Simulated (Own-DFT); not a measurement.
# Stretching a layer in its plane: wurtzite GaN, 72 atoms (Ga36N36)

Source: density functional calculations with Own-DFT, an unreviewed in-house program that is no longer used. Nothing was measured or relaxed, and spin and spin-orbit coupling are left out.

All runs used: PBE; PseudoDojo norm-conserving scalar-relativistic files (stringent for Ga); cutoff 96 hartree; 4 x 4 x 3 k mesh centred on Gamma; Gaussian smearing of 0.01 eV.

Keep in mind: forces not confirmed at this smearing and k mesh; stress not checked against mesh or cutoff.

Unstrained cell vectors in Å: (9.567, 0.000, 0.000); (-4.784, 8.285, 0.000); (0.000, 0.000, 10.370). The unstrained cell has measured lattice constants (interpolated for alloys), not those of this functional. That, the random moves and any unrelaxed bonds set the pressure at no strain. Each run strains x and y alike by e, as a substrate would, and holds the height along z. All atoms carry random offsets, Gaussian with a width of 0.05 Å per axis. Stress is positive in tension.

| e (%) | u (Å) | (s_xx + s_yy)/2 (GPa) | s_zz (GPa) |
|---|---|---|---|
| -3.00 | 0.048 | -25.22 | -12.27 |
| -2.50 | 0.049 | -21.03 | -12.78 |
| -2.25 | 0.050 | -21.59 | -9.89 |
| -1.75 | 0.046 | -17.37 | -9.00 |
| -1.25 | 0.052 | -13.92 | -10.00 |
| -0.50 | 0.049 | -9.97 | -8.12 |
| 0.25 | 0.049 | ? | ? |
| 0.75 | 0.050 | -2.69 | -5.77 |
| 1.00 | 0.057 | -2.60 | -6.19 |
| 1.25 | 0.050 | -0.84 | -5.32 |

## Fit

With e as a fraction, the in-plane stress is -7.2 + 536 e - 2184 e² GPa (errors 28 and 1527, scatter 0.72), and s_zz is -7.3 + 161 e GPa (slope ± 19, scatter 0.87). At e = 0 the first slope is C11 + C12 and the second 2 C13, both with the ions held to the strained lattice and at the cell's own pressure. A free layer would change its height as e changes, and the in-plane slope would drop by 2 C13²/C33 to the biaxial modulus. At fixed height, a misfit of 1 % moves the in-plane stress by about 5.4 GPa and s_zz by 1.6 GPa.

## Check

Q: what are the two stresses at e = 0.25 %?

Estimate: -5.9 and -6.9 GPa. The calculation gave -5.45 and -6.75 GPa.
